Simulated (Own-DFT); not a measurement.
# How strain changes the stress of wurtzite AlN, 72 atoms (Al36N36)

Calculated results; nothing here was measured. The program, named Own-DFT, is a retired in-house plane-wave density functional code that no person has reviewed. Each row is one single-point run on a periodic cell that was not relaxed, without spin or spin-orbit coupling.

Settings of every run: PBE; PseudoDojo norm-conserving scalar-relativistic files; cutoff 42 hartree; 3 x 3 x 2 k mesh centred on Gamma; Fermi-Dirac smearing of 0.1 eV.

Known limits: forces on such cells moved up to 12 meV/angstrom on a denser k mesh; stress not checked against mesh or cutoff.

Unstrained cell vectors in Å: (9.336, 0.000, 0.000); (-4.668, 8.085, 0.000); (0.000, 0.000, 9.964). The unstrained cell has measured lattice constants (interpolated for alloys), not those of this functional. That, the random moves and any unrelaxed bonds set the pressure at no strain. Each run strains this cell uniformly, with the atoms carried along. Every atom was also moved at random, by a Gaussian of width 0.05 Å on each axis. Strain is the symmetric tensor, in per cent. Stress is positive in tension, and the pressure is minus a third of its trace.

```
run,e_xx (%),e_yy (%),e_zz (%),e_yz (%),e_xz (%),e_xy (%),s_xx (GPa),s_yy (GPa),s_zz (GPa),s_yz (GPa),s_xz (GPa),s_xy (GPa),P (GPa),E (meV/atom)
1,1.23,0.07,-0.78,0.16,1.49,-0.78,0.52,-3.80,-8.58,0.42,3.68,-1.51,3.95,0.0
2,-1.29,-0.55,1.75,1.18,1.37,-0.75,-11.40,-9.29,1.77,3.04,2.71,-0.77,6.30,22.5
3,-1.12,1.21,-0.49,0.24,1.70,1.18,-11.74,-2.18,-8.09,0.10,4.26,4.90,7.34,48.8
4,-1.27,1.20,0.90,0.66,-0.40,0.94,-9.30,-1.90,-1.12,1.81,-1.71,2.77,4.11,17.7
5,-1.25,-0.34,-1.23,1.75,-0.82,-1.96,-13.46,-9.77,-13.76,5.50,-2.24,-7.28,12.33,38.7
6,0.47,-1.06,0.78,0.59,-0.32,-1.75,-4.81,-9.50,-0.70,1.16,-1.52,-4.93,5.00,14.5
7,0.97,1.67,0.09,-1.49,-0.78,0.53,0.44,1.88,-1.80,-3.55,-2.17,2.34,-0.17,11.0
8,-0.90,0.43,1.81,-1.73,1.06,1.58,-9.98,-3.72,2.41,-4.50,2.37,7.07,3.76,31.8
9,-0.75,1.58,-1.19,-0.73,-1.65,0.54,-7.67,0.42,-13.78,-0.87,-5.03,1.57,7.01,30.0
10,-0.24,-1.97,-0.69,-0.93,1.32,1.86,-11.14,-17.33,-9.46,-2.21,3.54,7.96,12.64,34.1
11,-0.99,-0.79,-0.73,-1.55,-0.05,-1.20,-9.23,-16.51,-9.37,-4.09,-0.07,-4.92,11.70,46.2
12,0.39,0.97,1.89,-0.30,-1.95,-1.62,-3.79,-0.73,4.32,-1.78,-4.84,-6.90,0.07,30.4
13,-1.68,0.32,-1.75,-1.76,-0.60,1.94,-16.06,-10.25,-11.83,-6.13,-0.84,9.16,12.71,35.3
14,-0.65,1.33,-0.42,-1.27,1.61,-1.06,-6.86,-1.29,-6.15,-3.13,4.50,-3.65,4.77,10.1
15,1.51,-0.43,-0.85,0.25,0.74,-1.33,1.71,-6.88,-10.42,0.69,1.75,-4.63,5.20,17.0
16,-1.94,1.88,1.96,0.86,-1.31,0.86,-14.15,2.68,2.86,1.93,-2.70,2.60,2.87,31.3
17,0.26,1.00,1.74,0.58,-1.07,1.27,-2.29,-0.70,3.34,1.26,-2.79,4.28,-0.12,17.7
18,-1.19,0.22,0.45,-0.74,0.65,-0.58,?,?,?,?,?,?,?,?
```

E is the free energy for each atom above the lowest run shown.

## Worked fit

Each stress component was fitted by least squares to a constant and the strains of the runs shown, as fractions, with shears doubled. Shear strains stay in the fit of a normal stress only where such slopes are resolved. The slopes, in GPa:

| stress | at no strain | per e_xx | per e_yy | per e_zz | scatter |
|---|---|---|---|---|---|
| s_xx | -5.9 | 510 ± 33 | 106 ± 32 | 28 ± 27 | 1.37 |
| s_yy | -6.7 | 148 ± 36 | 504 ± 35 | 88 ± 30 | 1.50 |
| s_zz | -5.4 | 56 ± 36 | 35 ± 35 | 478 ± 30 | 1.49 |

Each shear stress against twice its own strain: yz 137 ± 9, xz 127 ± 6, xy 192 ± 10 GPa. These are stiffnesses along x, y and z of the frame in which the cell vectors are given, which need not be the crystal's axes. The atoms are held to the strained lattice; where symmetry lets them move under strain, relaxing them would lower some slopes. The table should be nearly symmetric about its diagonal, and what it lacks of that shows the noise. A ninth of its sum, 217 ± 7 GPa, estimates the bulk modulus near the mean pressure of these runs, 5.9 GPa, so it lies above the value at zero pressure.

## Withheld run

Question: what normal stresses and pressure should run 18 give?

The fit gives s_xx = -11.6, s_yy = -6.9, s_zz = -3.8 and P = 7.4 GPa. The calculation gave -8.94, -5.03, -6.53 and P = 6.83 GPa.
